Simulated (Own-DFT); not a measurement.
# Response to strain: 4H SiC, 72 atoms (C36Si36)

The numbers are computed, not measured, by runs of the plane-wave DFT program Own-DFT (in-house, retired, unreviewed) at fixed positions, with no spin and no spin-orbit coupling.

All runs used: PBE; PseudoDojo norm-conserving scalar-relativistic files; cutoff 42 hartree; 4 x 4 x 3 k mesh centred on Gamma; Fermi-Dirac smearing of 0.1 eV.

Limits: forces on such cells passed a denser k mesh, each cell not checked; stress not checked against mesh or cutoff.

Unstrained cell vectors in Å: (9.248, 0.000, 0.000); (-4.624, 8.009, 0.000); (0.000, 0.000, 10.068). The unstrained cell has measured lattice constants (interpolated for alloys), not those of this functional. That, the random moves and any unrelaxed bonds set the pressure at no strain. The cell is deformed uniformly in each run, and the atoms keep their fractional places. Each coordinate of each atom was shifted by a normal deviate of width 0.05 Å. Strain is the symmetric tensor, in per cent. Stress is positive in tension, and the pressure is minus a third of its trace.

| run | e_xx (%) | e_yy (%) | e_zz (%) | e_yz (%) | e_xz (%) | e_xy (%) | s_xx (GPa) | s_yy (GPa) | s_zz (GPa) | s_yz (GPa) | s_xz (GPa) | s_xy (GPa) | P (GPa) | E (meV/atom) |
|---|---|---|---|---|---|---|---|---|---|---|---|---|---|---|
| 1 | 1.04 | 0.28 | 0.60 | -1.91 | 1.52 | 0.41 | 1.27 | -2.65 | -1.58 | -6.28 | 4.39 | 2.39 | 0.98 | 27.8 |
| 2 | -1.17 | 1.06 | -0.99 | -0.34 | -0.23 | 1.46 | -10.06 | 0.13 | -13.87 | -0.88 | -1.64 | 7.59 | 7.93 | 22.1 |
| 3 | -1.83 | -0.60 | -1.54 | -0.62 | -0.66 | -1.42 | -17.78 | -10.51 | -18.46 | -2.10 | -4.17 | -6.56 | 15.58 | 53.6 |
| 4 | 1.24 | -0.93 | 1.40 | -1.68 | -0.85 | -1.26 | 1.71 | -8.72 | 2.21 | -5.16 | -2.48 | -4.54 | 1.60 | 12.5 |
| 5 | -0.64 | 1.56 | 0.34 | 1.79 | 0.46 | 0.46 | -6.74 | 3.02 | -2.39 | 5.75 | 2.10 | 1.95 | 2.04 | 6.7 |
| 6 | -0.62 | 1.67 | 1.50 | 0.75 | 0.65 | -1.11 | -5.60 | 4.61 | 2.22 | 2.40 | 2.09 | -4.70 | -0.41 | 15.5 |
| 7 | 0.97 | -0.70 | 1.65 | 0.04 | 0.11 | -0.06 | 0.55 | -8.13 | 3.87 | 1.06 | -0.01 | 0.59 | 1.24 | 16.7 |
| 8 | -1.50 | -0.75 | -1.91 | -0.99 | 0.01 | 1.44 | -16.43 | -11.64 | -18.81 | -3.50 | -0.72 | 7.41 | 15.63 | 50.8 |
| 9 | 1.74 | -0.32 | 1.59 | 0.77 | 0.13 | -0.70 | 3.98 | -3.94 | 3.77 | 1.44 | 0.82 | -2.98 | -1.27 | 13.5 |
| 10 | 1.29 | -0.56 | -0.85 | -0.98 | -1.33 | 0.63 | 3.18 | -8.69 | -13.27 | -3.10 | -4.73 | 1.69 | 6.26 | 38.6 |
| 11 | 0.99 | 1.80 | 0.71 | 0.21 | 1.02 | -0.04 | 1.91 | 6.36 | -0.98 | 0.82 | 2.86 | 0.22 | -2.43 | 0.0 |
| 12 | -1.19 | -1.11 | 1.53 | -1.04 | 1.16 | 0.02 | -10.78 | -11.52 | 1.37 | -2.55 | 4.39 | -0.08 | 6.98 | 16.9 |
| 13 | 0.84 | 1.78 | -1.09 | -1.85 | -1.85 | 0.04 | -0.18 | 4.52 | -12.70 | -6.77 | -6.66 | 0.75 | 2.79 | 45.6 |
| 14 | -1.74 | 0.15 | 0.05 | -0.60 | -0.79 | -0.63 | -14.19 | -6.12 | -4.81 | -0.55 | -2.56 | -2.56 | 8.38 | 13.2 |
| 15 | -1.10 | 1.86 | -0.25 | 0.28 | 1.76 | -1.12 | -10.04 | 2.84 | -7.60 | 1.17 | 6.48 | -5.52 | 4.93 | 52.5 |
| 16 | 1.12 | -1.27 | -1.16 | -1.90 | 0.16 | -1.01 | 0.11 | -12.30 | -14.13 | -6.65 | 0.95 | -4.05 | 8.77 | 43.8 |
| 17 | 0.23 | 1.15 | -1.93 | -0.21 | 0.43 | -0.43 | ? | ? | ? | ? | ? | ? | ? | ? |

E is the free energy for each atom above the lowest run shown.

## Worked fit

Least squares on the runs shown: each stress against a constant and the strains, taken as fractions with shears doubled. Shear strains stay in the fit of a normal stress only where such slopes are resolved. The slopes, in GPa:

| stress | at no strain | per e_xx | per e_yy | per e_zz | scatter |
|---|---|---|---|---|---|
| s_xx | -5.0 | 555 ± 23 | 81 ± 23 | 62 ± 23 | 1.05 |
| s_yy | -5.3 | 75 ± 14 | 557 ± 14 | 60 ± 14 | 0.63 |
| s_zz | -6.7 | 23 ± 24 | 52 ± 24 | 641 ± 24 | 1.09 |

The slope of each shear stress on twice its own strain, from a fit on all six strains: yz 154 ± 9, xz 172 ± 11, xy 232 ± 11 GPa. These are stiffnesses along x, y and z of the frame in which the cell vectors are given, with the crystal's c axis along z: C11, C12, C13 and C33. Hexagonal symmetry asks that xx and yy behave alike, which is a second check on the noise. These are clamped-ion slopes: internal relaxation, where symmetry allows it, would soften some. The table should be nearly symmetric about its diagonal, and what it lacks of that shows the noise. A ninth of the table's sum, 234 ± 5 GPa, estimates the bulk modulus near the mean pressure of these runs, 4.9 GPa, so it lies above the value at zero pressure.

## The run left out

Asked: what normal stresses and pressure should run 17 give?

The fitted form gives s_xx = -4.0, s_yy = 0.1, s_zz = -18.4 and P = 7.5 GPa. The calculation gave -3.54, 0.25, -18.44 and P = 7.25 GPa.
